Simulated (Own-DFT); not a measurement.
# Around an empty site: hexagonal WC, 63 atoms (C31W32), with one C vacancy

All numbers below are calculated, not measured. The program, named Own-DFT, is a retired in-house plane-wave density functional code that no person has reviewed. Each row is one single-point run on a periodic cell that was not relaxed, without spin or spin-orbit coupling.

Settings of every run: PBE; PseudoDojo norm-conserving scalar-relativistic files; cutoff 50 hartree; 4 x 4 x 4 k mesh centred on Gamma; cold (Marzari-Vanderbilt) smearing of 0.2 eV.

Known limits: forces on such cells moved up to 12 meV/angstrom on a denser k mesh; stress not checked against mesh or cutoff.

Cell vectors in Å: (5.833, -5.052, -2.839); (0.000, -5.052, 8.518); (-5.833, -5.052, -2.839). Every atom was also moved at random, by a Gaussian of width 0.03 Å on each axis. The defect's site can differ from row to row. The empty site has 6 nearest neighbours, all W. For each, d is its distance from the empty site and R the part of its force along the line away from it, positive outwards. The last column is the rms force component on atoms over 4.5 Å away.

```
run  d1 (Å)  d2 (Å)  d3 (Å)  d4 (Å)  d5 (Å)  d6 (Å)  R1 (eV/Å)  R2 (eV/Å)  R3 (eV/Å)  R4 (eV/Å)  R5 (eV/Å)  R6 (eV/Å)  far F (eV/Å)
  1   2.155   2.166   2.187   2.189   2.213   2.232       1.47       1.80       1.21       1.31       0.27      -0.11          0.99
  2   2.131   2.193   2.195   2.203   2.221   2.233       2.26       1.33       0.42       0.64       0.11      -0.69          0.97
  3   2.159   2.166   2.173   2.191   2.214   2.243       1.26       1.40       1.17       0.52       0.78       0.10          0.97
  4   2.159   2.164   2.183   2.193   2.211   2.214       1.86       1.25       1.58       0.66       0.60       0.22          0.94
  5   2.164   2.183   2.199   2.205   2.207   2.223       1.66       0.59       1.42       0.51       0.93      -0.08          0.88
  6   2.161   2.176   2.207   2.214   2.227   2.249       1.74       1.24      -0.18       0.66       0.30      -1.00          0.82
  7   2.190   2.198   2.208   2.210   2.232   2.235       0.60       0.19       0.26       0.76       0.17      -0.71          0.88
  8   2.137   2.184   2.202   2.207   2.233   2.236       1.70       1.49       0.46       0.38      -0.07       0.10          0.79
  9   2.157   2.194   2.196   2.197   2.219   2.253          ?          ?          ?          ?          ?          ?             ?
```

## Worked fit

A straight line through the 48 neighbours shown gives R = 0.72 - 23.2 (d - 2.197) eV/Å, with a scatter of 0.35 left by the moves of the other atoms. The slope, with an error of 1.8, is the pull back towards the neighbour's own site. The constant, 0.72 ± 0.05 eV/Å, is the force at the mean distance: with one bond gone, the neighbours are pushed outwards, away from the empty site. It shows how a relaxation would start, not where it would end, and it depends somewhat on the width of the random moves.

## Withheld run

Question: what mean R should the neighbours of run 9 feel? Their mean d is 2.203 Å.

The line gives 0.60 ± 0.10 eV/Å, by the scatter of the means of the runs shown. The calculation gave R = 1.44, 0.17, 0.25, 0.70, 0.34, 0.12, a mean of 0.50 eV/Å.
